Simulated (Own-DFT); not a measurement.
## Calculated data, SiC (4H silicon carbide, atoms displaced)

All values are calculated (Own-DFT development build). A calculation, not a measurement: plane-wave PBE density functional theory by an unreviewed code, no spin, of a simulated periodic cell, stress positive in tension, free energy of the whole cell less one offset for each atom, forces on such cells passed a denser k mesh, this cell's mesh not checked; offsets are fitted by least squares, one for each functional and potential file, so energies compare only between cells with the same atoms and settings and are not formation energies; the far tail of each file's local potential was reset to the Coulomb form; each entry is a single point on an unrelaxed cell, so the pressure reflects the starting lattice, mostly measured values (interpolated for alloys), from which strain is counted, and rises with the displacements; printed positions are rounded, which can move forces by about a meV/angstrom; the program, named Own-DFT, is a retired in-house code; no spin-orbit coupling.

```cif
# cell vector a (Å): 9.2481 0.0000 0.0000
# cell vector b (Å): -4.6241 8.0091 0.0000
# cell vector c (Å): 0.0000 0.0000 10.0681
data_SiC
_symmetry_space_group_name_H-M 'P 1'
_symmetry_Int_Tables_number 1
_cell_length_a 9.2481
_cell_length_b 9.2481
_cell_length_c 10.0681
_cell_angle_alpha 90.000
_cell_angle_beta 90.000
_cell_angle_gamma 120.000
_cell_volume 745.73
loop_
_atom_site_label
_atom_site_type_symbol
_atom_site_fract_x
_atom_site_fract_y
_atom_site_fract_z
_atom_site_occupancy
Si1 Si 0.00157 0.99835 0.40614 1
Si2 Si 0.11208 0.22476 0.15710 1
C1 C 0.99825 0.99919 0.08894 1
C2 C 0.10602 0.22059 0.34333 1
Si3 Si 0.00068 0.33850 0.40467 1
Si4 Si 0.11127 0.55523 0.15720 1
C3 C 0.00330 0.33860 0.09593 1
C4 C 0.10510 0.55315 0.34075 1
Si5 Si 0.99830 0.66673 0.40541 1
Si6 Si 0.11281 0.89202 0.15844 1
C5 C 0.00470 0.67390 0.09090 1
C6 C 0.10746 0.87989 0.34541 1
Si7 Si 0.32647 0.99815 0.40861 1
Si8 Si 0.44551 0.21567 0.15265 1
C7 C 0.33589 0.00081 0.09405 1
C8 C 0.44849 0.22412 0.34931 1
Si9 Si 0.33276 0.33258 0.40345 1
Si10 Si 0.44102 0.55265 0.15597 1
C9 C 0.33809 0.34054 0.09394 1
C10 C 0.45178 0.56669 0.34497 1
Si11 Si 0.33293 0.66503 0.41065 1
Si12 Si 0.44655 0.89159 0.15421 1
C11 C 0.32787 0.66039 0.09434 1
C12 C 0.44271 0.88186 0.34882 1
Si13 Si 0.66071 0.00026 0.40536 1
Si14 Si 0.78451 0.22654 0.15312 1
C13 C 0.66432 0.99663 0.09279 1
C14 C 0.77591 0.22325 0.34597 1
Si15 Si 0.66585 0.33609 0.39931 1
Si16 Si 0.77904 0.55709 0.15440 1
C15 C 0.66527 0.33564 0.09372 1
C16 C 0.77814 0.55770 0.34667 1
Si17 Si 0.66967 0.66971 0.40104 1
Si18 Si 0.77969 0.88566 0.16054 1
C17 C 0.66234 0.67383 0.08699 1
C18 C 0.77664 0.89090 0.34267 1
Si19 Si 0.00058 0.99587 0.91106 1
Si20 Si 0.90134 0.78016 0.65669 1
C19 C 0.99379 0.99247 0.59560 1
C20 C 0.89062 0.77943 0.83944 1
Si21 Si 0.00889 0.67015 0.90502 1
Si22 Si 0.88556 0.44702 0.65801 1
C21 C 0.99944 0.67122 0.59162 1
C22 C 0.88372 0.43783 0.84610 1
Si23 Si 0.00399 0.33117 0.90796 1
Si24 Si 0.88694 0.10511 0.65206 1
C23 C 0.00021 0.33392 0.59708 1
C24 C 0.88708 0.11056 0.84311 1
Si25 Si 0.66789 0.99605 0.90787 1
Si26 Si 0.55023 0.77070 0.65763 1
C25 C 0.66669 0.00258 0.59497 1
C26 C 0.55712 0.77183 0.84417 1
Si27 Si 0.66784 0.66893 0.90996 1
Si28 Si 0.55026 0.44393 0.65392 1
C27 C 0.66812 0.66645 0.59089 1
C28 C 0.55601 0.44650 0.83935 1
Si29 Si 0.67157 0.33114 0.90371 1
Si30 Si 0.55886 0.11569 0.65503 1
C29 C 0.67205 0.33759 0.59686 1
C30 C 0.56264 0.11025 0.84130 1
Si31 Si 0.33297 0.00061 0.91283 1
Si32 Si 0.22087 0.77583 0.66309 1
C31 C 0.33246 0.99236 0.59459 1
C32 C 0.22557 0.78132 0.84338 1
Si33 Si 0.33966 0.67034 0.90485 1
Si34 Si 0.21985 0.44150 0.65425 1
C33 C 0.33167 0.66732 0.59149 1
C34 C 0.22554 0.44370 0.84189 1
Si35 Si 0.33436 0.33688 0.90880 1
Si36 Si 0.22691 0.10767 0.65391 1
C35 C 0.32978 0.33077 0.59621 1
C36 C 0.22324 0.10981 0.84724 1
_calc_functional 'PBE'
_calc_potential_files 'PseudoDojo norm-conserving, scalar-relativistic, standard set'
_calc_wave_cutoff 42  # hartree
_calc_occupations 'Fermi-Dirac'
_calc_smearing_width 0.1  # eV
_calc_hardware 'one NVIDIA H100'
_calc_k_mesh '4 x 4 x 3 centred on Gamma'
_calc_free_energy_of_cell_above_offsets '-10.265'  # eV
_calc_pressure 3.83  # GPa
_calc_stress_xx -3.2  # GPa
_calc_stress_yy -3.28  # GPa
_calc_stress_zz -5.01  # GPa
_calc_stress_yz -0.11  # GPa
_calc_stress_xz 0.35  # GPa
_calc_stress_xy -0.32  # GPa
_calc_wall_time 353.6  # s
```

Force:
```tsv
element	x (eV/Å)	y (eV/Å)	z (eV/Å)
Si	-0.896	-0.174	0.338
Si	0.152	-0.265	-0.472
C	0.461	0.407	2.387
C	0.921	0.212	0.174
Si	-0.334	-1.132	1.001
Si	-0.521	0.791	-0.48
C	0.338	-0.738	-0.614
C	0.818	0.8	0.916
Si	0.328	-0.982	0.423
Si	-0.135	-0.329	-0.517
C	0.016	-0.788	0.579
C	-0.421	1.931	-0.545
Si	1.75	-0.281	-0.069
Si	-0.758	1.877	1.116
C	-0.411	-0.587	0.668
C	-1.316	-1.094	-1.498
Si	-0.171	0.77	0.621
Si	0.173	1.573	0.374
C	0.108	-2.034	0.407
C	-0.496	-2.144	-0.469
Si	-0.525	-0.014	-1.201
Si	0.284	-1.427	1.159
C	0.304	1.293	-0.427
C	-1.384	1.203	-1.224
Si	0.916	0.105	0.654
Si	-1.144	-0.892	0.707
C	0.703	0.844	0.476
C	0.276	0.029	-0.943
Si	0.986	-0.016	2.09
Si	-0.485	0.588	-0.2
C	0.947	-0.282	-0.325
C	0.043	0.038	-1.421
Si	-0.216	0.269	1.634
Si	-1.026	0.852	-1.193
C	1.32	-1.247	2.405
C	0.585	0.226	0.502
Si	-0.525	0.67	-2.492
Si	-3.135	-0.752	0.014
C	1.371	1.504	-1.049
C	0.614	-0.471	1.496
Si	-1.657	-0.933	-0.098
Si	1.144	-0.148	0.047
C	1.801	-1.104	0.326
C	1.81	1.859	-0.1
Si	-0.619	0.146	-0.835
Si	-0.45	0.906	1.058
C	-0.398	-0.107	-1.004
C	1.066	-0.414	0.468
Si	-0.044	0.25	-0.855
Si	0.944	1.135	-0.742
C	-0.024	-1.004	-0.517
C	-0.744	1.027	-0.062
Si	0.897	-0.865	-2.378
Si	1.144	0.573	0.061
C	0.045	0.192	0.065
C	0.357	-0.353	1.389
Si	-1.962	0.042	0.188
Si	0.219	-0.497	0.096
C	-1.511	-0.48	-1.452
C	-1.298	-0.459	1.056
Si	0.792	0.66	-2.131
Si	0.183	-0.041	-1.882
C	-0.199	1.026	0.005
C	0.634	-0.259	1.045
Si	-0.531	-1.116	0.386
Si	-0.049	0.277	0.456
C	-0.143	-0.753	1.378
C	-0.775	0.55	0.419
Si	0.867	-0.423	-1.056
Si	-1.224	-0.007	1.03
C	0.229	-0.305	-1.297
C	-0.024	0.293	-0.063
```
